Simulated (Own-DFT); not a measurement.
# Strain and stress in diamond-structure GeSn with randomly placed atoms, 64 atoms (Ge60Sn4)

Calculated results; nothing here was measured. They come from Own-DFT, an in-house plane-wave density functional program, since retired, whose code no person has reviewed. Each row is one single-point run on a periodic cell that was not relaxed, without spin or spin-orbit coupling.

Settings of every run: PBE; PseudoDojo norm-conserving scalar-relativistic files; cutoff 49 hartree; 3 x 3 x 3 k mesh centred on Gamma; Fermi-Dirac smearing of 0.1 eV.

Known limits: forces on such cells moved up to 12 meV/angstrom on a denser k mesh; stress not checked against mesh or cutoff.

Unstrained cell vectors in Å: (11.420, 0.000, 0.000); (0.000, 11.420, 0.000); (0.000, 0.000, 11.420). The unstrained cell has measured lattice constants (interpolated for alloys), not those of this functional. That, the random moves and any unrelaxed bonds set the pressure at no strain. Each run strains this cell uniformly, with the atoms carried along. Every atom was also moved at random, by a Gaussian of width 0.05 Å on each axis. The random placing of the alloy's atoms differs from row to row. Strain is the symmetric tensor, in per cent. Stress is positive in tension, and the pressure is minus a third of its trace.

```
run  e_xx (%)  e_yy (%)  e_zz (%)  s_xx (GPa)  s_yy (GPa)  s_zz (GPa)  P (GPa)  E (meV/atom)
  1     -1.75     -1.75      0.00       -8.26       -8.25       -6.97     7.83          35.9
  2      1.25      1.25      0.00       -3.02       -3.10       -3.78     3.30           3.0
  3     -0.25     -0.25      0.00       -5.34       -5.46       -5.30     5.37          12.9
  4     -2.50     -2.50      0.00       -9.64       -9.77       -7.83     9.08          48.9
  5      0.25      0.25      0.00       -4.30       -4.47       -4.61     4.46           0.0
  6     -2.75     -2.75      0.00      -10.20      -10.35       -8.48     9.67          60.3
  7     -1.25     -1.25      0.00       -7.07       -7.12       -6.34     6.85          21.7
  8     -3.00     -3.00      0.00      -10.73      -10.62       -8.79    10.05          61.2
  9     -1.50     -1.50      0.00           ?           ?           ?        ?             ?
```

E is the free energy for each atom above the lowest run shown.

## Worked fit

The change of volume is close to e_xx + e_yy + e_zz. A straight line through the runs shown gives P = 5.05 - 82 x (fractional change of volume) GPa, with an error of 3 on the slope and a scatter of 0.21 GPa. The strain isn't the same on all axes, but the crystal is cubic, so the slope still estimates the bulk modulus, averaged over pressures from 3.3 to 10.0 GPa.

## Withheld run

Question: what pressure should run 9 give? Its volume changes by -2.98 %.

The line gives 7.5 GPa. The calculation gave 7.53 GPa.
